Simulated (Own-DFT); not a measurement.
AlGa3N4 (wurtzite random alloy, atoms displaced) (calculated)

Computed with Own-DFT development build. A calculation, not a measurement: plane-wave density functional theory by an unreviewed code, no spin, of a simulated periodic cell, stress positive in tension, run twice, with PBE and with PBEsol, both on files made for PBE, so the change isn't that of files made for PBEsol, forces on such cells passed a denser k mesh, this cell's mesh not checked; the far tail of each file's local potential was reset to the Coulomb form; each entry is a single point on an unrelaxed cell, so the pressure reflects the starting lattice, mostly measured values (interpolated for alloys), from which strain is counted, and rises with the displacements; printed positions are rounded, which can move forces by about a meV/angstrom; the program, named Own-DFT, is a retired in-house code; no spin-orbit coupling; stress was not checked against mesh or cutoff.

AlGa3N4 (wurtzite random alloy, atoms displaced)

```
AlGa3N4
1.0
      9.5092     0.0000     0.0000
     -4.7546     8.2353     0.0000
      0.0000     0.0000    10.2685
Ga N Ga N Ga N Ga N Ga N Al Ga N Al Ga N Al Ga N Ga Al N Ga N Ga Al N Ga N Ga N Ga N Ga Al N Ga Al N Ga Al N Al Ga N
2 2 2 2 2 2 2 2 2 2 1 1 2 1 1 2 1 1 2 1 1 2 2 2 1 1 2 2 2 2 2 2 2 1 1 2 1 1 2 1 1 2 1 1 2
Direct
  0.10555 0.21462 0.01035
  0.21427 0.11135 0.24775
  0.10995 0.22559 0.18905
  0.22170 0.10981 0.45545
  0.12417 0.22639 0.51035
  0.20239 0.10133 0.75622
  0.13083 0.23709 0.68231
  0.21774 0.09331 0.94043
  0.09743 0.53795 0.99421
  0.22427 0.44565 0.25533
  0.11042 0.55166 0.17860
  0.24632 0.46099 0.43535
  0.11037 0.54496 0.49774
  0.23955 0.45531 0.75477
  0.12557 0.57213 0.70046
  0.23651 0.45861 0.94183
  0.12126 0.90703 0.01356
  0.21951 0.78506 0.24370
  0.12613 0.89142 0.18493
  0.23118 0.78720 0.43818
  0.12107 0.89541 0.51036
  0.21603 0.79018 0.75493
  0.12032 0.87475 0.69584
  0.21977 0.78089 0.93192
  0.44255 0.21572 0.00928
  0.55158 0.11961 0.25092
  0.42750 0.20916 0.18973
  0.55711 0.11952 0.43219
  0.45043 0.24050 0.49354
  0.55662 0.11390 0.75448
  0.45602 0.22271 0.68710
  0.56923 0.12772 0.93164
  0.45452 0.55421 0.00222
  0.55746 0.43754 0.25043
  0.44926 0.57198 0.20695
  0.56196 0.46000 0.42408
  0.44274 0.54772 0.49355
  0.55283 0.43425 0.74996
  0.44576 0.56569 0.68194
  0.56265 0.45185 0.93768
  0.43898 0.89439 0.00339
  0.55764 0.78313 0.25191
  0.44481 0.87408 0.18509
  0.54617 0.77280 0.43386
  0.43132 0.88708 0.49908
  0.55453 0.77454 0.74917
  0.45805 0.90518 0.67191
  0.55204 0.77543 0.95414
  0.77788 0.21546 0.99943
  0.88324 0.11473 0.25410
  0.78695 0.21812 0.19903
  0.88734 0.09243 0.43556
  0.77868 0.21215 0.49918
  0.88897 0.09890 0.75933
  0.77107 0.21413 0.68615
  0.87172 0.09752 0.94740
  0.76940 0.53490 0.99879
  0.88741 0.44948 0.25070
  0.79285 0.57105 0.19065
  0.88791 0.44802 0.43212
  0.79488 0.54753 0.49907
  0.88106 0.44425 0.74222
  0.76918 0.56047 0.68403
  0.90667 0.43541 0.93962
  0.76515 0.90226 0.00761
  0.87251 0.77186 0.25369
  0.76930 0.87993 0.18854
  0.89295 0.78338 0.43152
  0.77750 0.87770 0.49876
  0.89155 0.77023 0.75289
  0.77521 0.88765 0.68684
  0.88666 0.75717 0.93889
```

* functional: PBE, then PBEsol
* potential files: PseudoDojo norm-conserving, scalar-relativistic, standard set
* wave cutoff: 42 hartree
* occupations: Fermi-Dirac
* smearing width: 0.1 eV
* k mesh: 4 x 4 x 3 centred on Gamma
* PBE pressure: 11.06 GPa
* PBE stress xx: -11.52 GPa
* PBE stress yy: -8.53 GPa
* PBE stress zz: -13.14 GPa
* PBE stress yz: -0.19 GPa
* PBE stress xz: -2.28 GPa
* PBE stress xy: 1.19 GPa
* PBEsol pressure: 6.13 GPa
* PBEsol stress xx: -6.54 GPa
* PBEsol stress yy: -3.69 GPa
* PBEsol stress zz: -8.15 GPa
* PBEsol stress yz: -0.16 GPa
* PBEsol stress xz: -2.2 GPa
* PBEsol stress xy: 1.16 GPa
* rms change of force components from PBE to PBEsol: 0.083 eV/Å

Force:
```csv
force element,PBE force x (eV/Å),PBE force y (eV/Å),PBE force z (eV/Å),PBEsol force x (eV/Å),PBEsol force y (eV/Å),PBEsol force z (eV/Å)
Ga,0.201,1.246,-2.144,0.19,1.206,-2.064
Ga,-0.513,-1.177,2.215,-0.474,-1.151,2.131
N,-0.02,-0.525,1.145,-0.009,-0.523,1.109
N,1.565,0.412,-1.809,1.393,0.517,-1.845
Ga,-1.809,-0.001,-3.444,-1.736,-0.016,-3.35
Ga,2.46,0.373,-0.968,2.412,0.36,-0.926
N,-1.503,-1.048,3.973,-1.445,-1.047,3.879
N,-0.214,6.083,-0.933,-0.329,5.859,-0.947
Ga,4.715,5.029,1.688,4.624,4.908,1.668
Ga,-0.287,1.232,-1.775,-0.265,1.225,-1.734
N,-1.126,-0.137,2.347,-0.996,-0.086,2.249
N,-4.74,-3.839,0.368,-4.639,-3.758,0.355
Ga,0.391,2.106,1.036,0.404,2.084,1.005
Ga,-1.656,0.107,0.145,-1.612,0.121,0.134
N,-1.507,-2.872,-1.809,-1.388,-2.749,-1.793
N,0.33,-2.664,-0.044,0.315,-2.597,-0.061
Ga,-0.578,-6.834,-2.134,-0.538,-6.677,-2.095
Ga,3.242,-2.555,1.426,3.187,-2.471,1.378
N,-4.315,1.172,2.367,-4.14,1.196,2.265
N,-3.825,-2,-0.906,-3.607,-1.998,-0.933
Al,-0.287,-1.328,-1.291,-0.304,-1.345,-1.273
Ga,8.912,-3.461,2.015,8.7,-3.41,1.991
N,-9.098,5.359,-4.842,-8.907,5.243,-4.582
N,0.423,0.109,2.738,0.422,0.133,2.667
Al,-0.108,0.652,-2.253,-0.117,0.647,-2.26
Ga,2.038,-2.207,-0.163,1.992,-2.177,-0.128
N,1.086,2.901,-0.971,1.062,2.707,-0.81
N,-0.869,0.597,1.145,-0.74,0.52,1.064
Al,1.081,-1.368,0.869,1.066,-1.338,0.867
Ga,0.349,-1.079,-2.168,0.357,-1.047,-2.134
N,-2.49,0.016,-1.26,-2.404,0.036,-1.097
N,-1.997,-0.888,3.016,-1.824,-0.934,2.89
Ga,-1.441,1.069,2.098,-1.429,1.073,2.021
Al,-1.179,1.995,-1.423,-1.165,1.964,-1.478
N,2.091,-3.228,-2.317,1.952,-3.311,-2.338
N,1.992,-2.475,1.85,1.916,-2.291,1.975
Ga,2.316,3.82,1.357,2.243,3.754,1.312
Ga,-1.154,1.249,-0.394,-1.111,1.236,-0.384
N,1.81,-1.568,0.313,1.753,-1.541,0.322
N,-0.54,-3.412,0.388,-0.517,-3.231,0.353
Ga,0.25,-1.135,-1.018,0.261,-1.145,-0.973
Al,0.017,-0.171,0.818,0.018,-0.134,0.809
N,-1.399,2.545,0.806,-1.557,2.578,0.69
N,1.539,1.478,0.698,1.406,1.372,0.801
Ga,3.402,1.261,-1.305,3.329,1.216,-1.263
Ga,-0.967,1.56,0.571,-0.927,1.52,0.53
N,-0.227,-1.159,4.222,-0.231,-1.126,4.131
N,-0.821,0.496,-2.643,-0.793,0.496,-2.583
Ga,-0.575,1.602,1.404,-0.54,1.552,1.349
Ga,2.982,-2.559,0.695,2.904,-2.49,0.681
N,-4.386,2.961,-2.151,-4.277,2.763,-2.142
N,0.069,1.648,1.617,0.043,1.781,1.507
Ga,-0.295,-0.552,-0.334,-0.309,-0.557,-0.317
Ga,-0.953,1.402,-1.544,-0.972,1.34,-1.507
N,1.783,2.116,0.653,1.726,1.943,0.591
N,2.9,3.52,-2.087,2.83,3.434,-2.037
Ga,2.162,2.408,0.542,2.098,2.409,0.522
Al,1.572,-0.054,-1.295,1.57,-0.068,-1.313
N,-0.841,-3.684,-0.128,-0.85,-3.688,-0.281
N,3.684,-2.418,-0.779,3.597,-2.349,-0.57
Ga,-4.784,2.959,0.538,-4.69,2.897,0.529
Al,1.785,-0.149,0.82,1.763,-0.141,0.815
N,2.162,-1.656,0.047,2.029,-1.561,0.012
N,-6.678,-2.938,-3.326,-6.525,-2.88,-3.13
Ga,2.043,-5.331,0.689,1.964,-5.198,0.689
Al,1.162,1.743,-0.675,1.193,1.773,-0.696
N,0.698,1.106,1.193,0.665,1.246,1.034
N,1.31,-0.297,1.686,1.335,-0.411,1.726
Al,-1.621,-0.086,-0.104,-1.633,-0.11,-0.077
Ga,-0.887,0.852,0.768,-0.87,0.81,0.769
N,1.613,-0.237,-0.403,1.573,-0.215,-0.232
N,-0.447,1.91,0.575,-0.421,1.851,0.534
```
